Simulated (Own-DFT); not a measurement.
# Point defects and the pressure they add: zincblende GaP

Calculated, not measured: single-point runs of Own-DFT, a retired in-house plane-wave DFT program that no person has reviewed, on unrelaxed cells, without spin or spin-orbit coupling.

Method: PBE; PseudoDojo norm-conserving scalar-relativistic files; cutoff 42 hartree; 3 x 3 x 3 k mesh centred on Gamma; Fermi-Dirac smearing of 0.1 eV.

Caveats (not all hold for every row): not probed for a lower state with spin; forces on such cells failed a check on a denser k mesh; forces on such cells passed a denser k mesh, each cell not checked; stress not checked against mesh or cutoff.

All runs share one cell, with vectors in Å (10.901, 0.000, 0.000); (0.000, 10.901, 0.000); (0.000, 0.000, 10.901) and a volume of 1295.4 Å³. u is the rms random offset of the atoms per axis. The defect's site can differ from row to row.

```
                   cell    formula   u (Å)  P (GPa)
              no defect    Ga32P32  0.0212     2.71
              no defect    Ga32P32  0.0510     3.09
              no defect    Ga32P32  0.0511     3.27
        two P vacancies    Ga32P30  0.0296        ?
        two P vacancies    Ga32P30  0.0300     2.20
        two P vacancies    Ga32P30  0.0475     2.56
        two P vacancies    Ga32P30  0.0538     2.89
    one In on a Ga site  Ga31InP32  0.0286     3.63
    one In on a Ga site  Ga31InP32  0.0506     4.16
    one In on a Ga site  Ga31InP32  0.0511     4.04
two P on a Ga site each    Ga30P34  0.0474     3.23
two P on a Ga site each    Ga30P34  0.0482     3.15
two P on a Ga site each    Ga30P34  0.0483     3.31
    one Al on a Ga site  AlGa31P32  0.0316     2.93
    one Al on a Ga site  AlGa31P32  0.0442     2.99
    one Al on a Ga site  AlGa31P32  0.0550     3.58
```

## Analysis

P = P0 + c u² + a shift for each defect gives P0 = 2.50 GPa, c = 278 ± 36 GPa/Å² and a scatter of 0.11 GPa. The shifts, and each times the cell's volume:

- one In on a Ga site: 0.89 ± 0.09 GPa, 7.2 eV
- one Al on a Ga site: 0.12 ± 0.09 GPa, 0.9 eV (not resolved)
- two P on a Ga site each: 0.09 ± 0.09 GPa, 0.7 eV (0.4 eV for each of its 2 sites) (not resolved)
- two P vacancies: -0.51 ± 0.09 GPa, -4.1 eV (-2.1 eV for each of its 2 sites)

Positive is outwards. The product with the volume (160.2 GPa Å³ to the eV) is nearly free of the cell's size; divided by the bulk modulus at the cell's pressure it gives the volume that the defect adds. The atoms around the defects weren't relaxed, which would change these numbers.

## Prediction

Q: what pressure belongs in the blank (two P vacancies, u = 0.0296 Å)?

The fit gives 2.24 ± 0.13 GPa. The run itself gave 2.20 GPa.
